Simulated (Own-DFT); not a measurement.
Simulation results for Si₇Ge (diamond lattice with Si and Ge gathered in clusters, atoms displaced)

All values are calculated (Own-DFT development build). A calculation, not a measurement: plane-wave density functional theory by an unreviewed code, no spin, of a simulated periodic cell, stress positive in tension, run twice, with PBE and with PBEsol, both on files made for PBE, so the change isn't that of files made for PBEsol; forces on such cells passed a denser k mesh, this cell's mesh not checked; the far tail of each file's local potential was reset to the Coulomb form; each entry is a single point on an unrelaxed cell, so the pressure reflects the starting lattice, mostly measured values (interpolated for alloys), from which strain is counted, and rises with the displacements; printed positions are rounded, which can move forces by about a meV/angstrom; the program, named Own-DFT, is a retired in-house code; no spin-orbit coupling; stress was not checked against mesh or cutoff.

```cif
# cell vector a (Å): 10.9187 0.0000 0.0000
# cell vector b (Å): 0.0000 10.9187 0.0000
# cell vector c (Å): 0.0000 0.0000 10.9187
data_Si7Ge
_symmetry_space_group_name_H-M 'P 1'
_symmetry_Int_Tables_number 1
_cell_length_a 10.9187
_cell_length_b 10.9187
_cell_length_c 10.9187
_cell_angle_alpha 90.000
_cell_angle_beta 90.000
_cell_angle_gamma 90.000
_cell_volume 1301.71
loop_
_atom_site_label
_atom_site_type_symbol
_atom_site_fract_x
_atom_site_fract_y
_atom_site_fract_z
_atom_site_occupancy
Si1 Si 0.98673 0.99935 0.99756 1
Si2 Si 0.99019 0.24925 0.25408 1
Si3 Si 0.24802 0.99973 0.24171 1
Si4 Si 0.25643 0.25275 0.00409 1
Si5 Si 0.11985 0.12509 0.12466 1
Ge1 Ge 0.11419 0.37171 0.38603 1
Ge2 Ge 0.38068 0.13015 0.37463 1
Si6 Si 0.37226 0.37698 0.13140 1
Si7 Si 0.99023 0.00669 0.50548 1
Si8 Si 0.01147 0.24581 0.75307 1
Si9 Si 0.25544 0.00692 0.75165 1
Ge3 Ge 0.24323 0.25067 0.50642 1
Ge4 Ge 0.12260 0.12465 0.62114 1
Si10 Si 0.12320 0.36561 0.87040 1
Si11 Si 0.38278 0.12032 0.88431 1
Ge5 Ge 0.37420 0.37862 0.62673 1
Si12 Si 0.99887 0.49923 0.00527 1
Si13 Si 0.99825 0.74767 0.25733 1
Si14 Si 0.24354 0.50600 0.24434 1
Si15 Si 0.25018 0.74655 0.99894 1
Si16 Si 0.12996 0.63238 0.12982 1
Si17 Si 0.12877 0.88211 0.37491 1
Si18 Si 0.37873 0.63511 0.36633 1
Si19 Si 0.36394 0.87940 0.13500 1
Si20 Si 0.99281 0.49846 0.50373 1
Si21 Si 0.00190 0.75440 0.74748 1
Ge6 Ge 0.24847 0.49858 0.75726 1
Si22 Si 0.24815 0.75490 0.50170 1
Si23 Si 0.13015 0.62301 0.61683 1
Si24 Si 0.12775 0.87535 0.89311 1
Si25 Si 0.38050 0.62222 0.87261 1
Si26 Si 0.36928 0.87117 0.63018 1
Si27 Si 0.49696 0.99678 0.00170 1
Si28 Si 0.49964 0.25143 0.25574 1
Si29 Si 0.75112 0.98549 0.24957 1
Si30 Si 0.76205 0.25751 0.99695 1
Si31 Si 0.62447 0.11672 0.12485 1
Si32 Si 0.61518 0.37526 0.37586 1
Si33 Si 0.86915 0.13046 0.37450 1
Si34 Si 0.87451 0.37739 0.12205 1
Si35 Si 0.49270 0.99841 0.51330 1
Ge7 Ge 0.50480 0.26452 0.74398 1
Si36 Si 0.75042 0.99754 0.74194 1
Si37 Si 0.75201 0.25185 0.49230 1
Si38 Si 0.62428 0.12643 0.62169 1
Si39 Si 0.62761 0.36838 0.88189 1
Si40 Si 0.87597 0.12890 0.87527 1
Si41 Si 0.87864 0.38109 0.62092 1
Si42 Si 0.49658 0.50061 0.99696 1
Si43 Si 0.50907 0.75311 0.24829 1
Si44 Si 0.75055 0.49719 0.24692 1
Si45 Si 0.75202 0.75630 0.00552 1
Si46 Si 0.63177 0.62405 0.12173 1
Si47 Si 0.61635 0.87041 0.37414 1
Si48 Si 0.87815 0.62346 0.37759 1
Si49 Si 0.86512 0.86996 0.12136 1
Ge8 Ge 0.49162 0.50003 0.49612 1
Si50 Si 0.50652 0.74028 0.74627 1
Si51 Si 0.75101 0.50082 0.75098 1
Si52 Si 0.75256 0.74737 0.50018 1
Si53 Si 0.62236 0.62320 0.62267 1
Si54 Si 0.62082 0.88149 0.87653 1
Si55 Si 0.88456 0.62311 0.87155 1
Si56 Si 0.87544 0.87322 0.61961 1
_calc_functional 'PBE, then PBEsol'
_calc_potential_files 'PseudoDojo norm-conserving, scalar-relativistic, standard set'
_calc_wave_cutoff 42  # hartree
_calc_occupations 'Fermi-Dirac'
_calc_smearing_width 0.1  # eV
_calc_k_mesh '3 x 3 x 3 centred on Gamma'
_calc_PBE_pressure 2.83  # GPa
_calc_PBE_stress_xx -2.78  # GPa
_calc_PBE_stress_yy -2.91  # GPa
_calc_PBE_stress_zz -2.8  # GPa
_calc_PBE_stress_yz -0.05  # GPa
_calc_PBE_stress_xz -0.01  # GPa
_calc_PBE_stress_xy -0.08  # GPa
_calc_PBEsol_pressure 1.33  # GPa
_calc_PBEsol_stress_xx -1.27  # GPa
_calc_PBEsol_stress_yy -1.41  # GPa
_calc_PBEsol_stress_zz -1.29  # GPa
_calc_PBEsol_stress_yz -0.06  # GPa
_calc_PBEsol_stress_xz -0.01  # GPa
_calc_PBEsol_stress_xy -0.08  # GPa
_calc_rms_change_of_force_components_from_PBE_to_PBEsol 0.036  # eV/angstrom
```

Force:
```
force element  PBE force x (eV/Å)  PBE force y (eV/Å)  PBE force z (eV/Å)  PBEsol force x (eV/Å)  PBEsol force y (eV/Å)  PBEsol force z (eV/Å)
           Si               0.959              -0.045               0.937                  0.933                 -0.046                  0.929
           Si               0.817               0.034              -0.918                  0.859                  0.085                 -0.863
           Si               -0.91               1.597               1.687                 -0.874                  1.644                  1.716
           Si               -0.73              -0.678              -0.341                 -0.715                 -0.665                 -0.344
           Si              -0.325               0.283              -0.293                 -0.328                  0.285                 -0.301
           Ge               0.362               0.847              -1.709                  0.397                  0.777                 -1.614
           Ge              -1.242              -1.279               0.551                 -1.251                 -1.215                  0.579
           Si               0.412               0.283              -0.205                  0.417                   0.28                 -0.185
           Si               0.494              -0.544              -1.526                  0.542                 -0.476                 -1.464
           Si              -2.149               0.178              -0.864                 -2.083                  0.112                 -0.936
           Si              -0.546              -0.877               1.006                 -0.591                 -0.808                  0.942
           Ge               1.398               0.092              -0.918                  1.344                  0.093                 -0.886
           Ge               0.023              -1.107               1.224                  0.079                  -1.02                  1.144
           Si               0.619               1.127               2.118                  0.667                  1.173                  2.059
           Si              -0.614               1.511              -1.277                 -0.579                   1.54                 -1.302
           Ge              -1.005               0.185              -0.244                 -0.969                  0.176                 -0.231
           Si               1.158               0.288              -0.619                   1.16                  0.288                 -0.608
           Si               0.378               0.969              -0.724                   0.37                  0.969                 -0.715
           Si               0.705              -0.701               1.588                  0.664                 -0.741                  1.623
           Si               1.051               0.046               0.616                  1.065                  0.024                  0.596
           Si              -1.371              -0.325              -0.801                 -1.368                 -0.298                 -0.796
           Si              -1.051              -0.043               0.375                 -1.038                 -0.031                  0.376
           Si              -1.044              -0.339               0.274                     -1                 -0.377                  0.313
           Si               2.006              -1.793              -1.824                  1.988                 -1.792                 -1.801
           Si               0.966               1.372              -0.265                  1.018                  1.312                 -0.313
           Si               0.975               -0.21               0.218                  0.978                 -0.196                   0.21
           Ge              -0.478               0.523               -0.42                 -0.421                  0.467                 -0.459
           Si               0.418              -0.264              -0.963                  0.416                 -0.264                 -0.958
           Si              -0.901               0.241               0.865                 -0.845                  0.178                  0.895
           Si               -0.59               0.718              -2.247                 -0.583                  0.724                 -2.208
           Si              -0.406               0.717               0.262                 -0.457                  0.665                  0.199
           Si                0.47              -0.138               0.622                  0.458                 -0.151                   0.63
           Si              -0.035              -0.411               0.939                 -0.036                 -0.432                  0.949
           Si               0.637               0.021              -1.739                  0.572                 -0.043                 -1.675
           Si              -0.792               1.473               0.763                 -0.775                  1.449                  0.769
           Si              -1.391               -1.53                0.66                 -1.368                 -1.521                  0.659
           Si               0.687               0.961               0.167                  0.686                  0.954                  0.164
           Si               1.629               0.155              -0.302                  1.554                  0.216                 -0.231
           Si              -0.089              -1.603              -0.495                 -0.091                 -1.598                 -0.495
           Si               0.349              -0.019               0.925                  0.352                 -0.016                  0.924
           Si               0.571              -0.229              -1.189                  0.516                 -0.183                 -1.212
           Ge               0.341              -2.335               1.263                  0.277                 -2.226                  1.175
           Si              -0.192               0.624               0.817                 -0.185                  0.612                  0.807
           Si              -0.918               0.607               1.003                 -0.908                  0.619                  1.001
           Si               0.572                0.15              -0.029                  0.521                   0.21                  0.008
           Si               0.276               1.633              -0.424                   0.21                  1.569                  -0.47
           Si              -0.219              -0.414                -1.2                 -0.224                 -0.408                 -1.201
           Si              -0.946              -1.665               1.543                 -0.938                 -1.675                  1.541
           Si               0.766               -0.56               0.961                  0.752                 -0.562                  0.951
           Si              -1.118               -0.55              -1.167                 -1.091                 -0.549                 -1.192
           Si              -0.325               0.189               0.774                 -0.322                  0.182                  0.781
           Si              -0.971              -1.617              -2.393                 -0.973                 -1.609                 -2.394
           Si              -0.672               0.041              -0.078                 -0.663                  0.031                 -0.084
           Si               1.132               0.997               1.566                   1.11                  1.004                  1.573
           Si              -0.791              -0.392              -0.286                 -0.785                 -0.395                 -0.289
           Si               2.278               0.547               1.358                  2.281                  0.541                  1.352
           Ge               0.417               1.066              -0.336                   0.36                  0.991                 -0.275
           Si              -0.732               1.539               0.696                 -0.717                  1.528                  0.687
           Si              -0.234              -0.209               0.218                 -0.245                 -0.209                  0.221
           Si              -0.794               0.052              -0.439                 -0.788                  0.051                 -0.439
           Si               1.135              -0.567              -0.278                  1.076                 -0.624                 -0.337
           Si               0.677              -1.048              -0.515                  0.669                 -1.031                 -0.511
           Si              -0.925               0.581               0.359                  -0.91                  0.575                  0.356
           Si              -0.172              -0.157               0.675                 -0.167                 -0.167                  0.665
```
